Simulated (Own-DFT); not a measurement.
# Misfit strain and the stress it brings: wurtzite AlGaN with randomly placed atoms, 72 atoms (Al27Ga9N36)

No measurement is shown. These are fixed-geometry runs of a retired plane-wave code named Own-DFT, which no person has reviewed; spin and spin-orbit coupling are neglected.

All runs used: PBE; PseudoDojo norm-conserving scalar-relativistic files (stringent for Ga); cutoff 96 hartree; 4 x 4 x 3 k mesh centred on Gamma; Gaussian smearing of 0.01 eV.

Keep in mind: forces on such cells passed a denser k mesh, each cell not checked; stress not checked against mesh or cutoff.

Unstrained cell vectors in Å: (9.394, 0.000, 0.000); (-4.697, 8.135, 0.000); (0.000, 0.000, 10.066). The unstrained cell has measured lattice constants (interpolated for alloys), not those of this functional. That, the random moves and any unrelaxed bonds set the pressure at no strain. Each run strains x and y alike by e, as a substrate would, and holds the height along z. All atoms carry random offsets, Gaussian with a width of 0.05 Å per axis. The random placing of the alloy's atoms differs from row to row. Stress is positive in tension.

| e (%) | u (Å) | (s_xx + s_yy)/2 (GPa) | s_zz (GPa) |
|---|---|---|---|
| -2.75 | 0.048 | -23.74 | -11.07 |
| -2.00 | 0.051 | -18.97 | -10.36 |
| -1.00 | 0.050 | -13.17 | -6.81 |
| -0.75 | 0.048 | ? | ? |
| -0.50 | 0.052 | -9.34 | -6.79 |
| -0.25 | 0.048 | -5.85 | -9.55 |
| 0.25 | 0.049 | -4.54 | -6.35 |
| 0.75 | 0.053 | -2.76 | -5.83 |
| 1.75 | 0.047 | 3.31 | -3.94 |
| 2.50 | 0.049 | 6.53 | -3.01 |

## Working it out

With e as a fraction, the in-plane stress is -6.1 + 576 e - 2713 e² GPa (errors 19 and 1135, scatter 0.91), and s_zz is -6.9 + 152 e GPa (slope ± 24, scatter 1.12). At e = 0 the first slope is C11 + C12 and the second 2 C13, both with the ions held to the strained lattice and at the cell's own pressure. A free layer would change its height as e changes, and the in-plane slope would drop by 2 C13²/C33 to the biaxial modulus. At fixed height, a misfit of 1 % moves the in-plane stress by about 5.8 GPa and s_zz by 1.5 GPa.

## Prediction

Asked: what are the two stresses at e = -0.75 %?

The fitted form gives -10.6 and -8.0 GPa. The calculation gave -9.71 and -8.55 GPa.
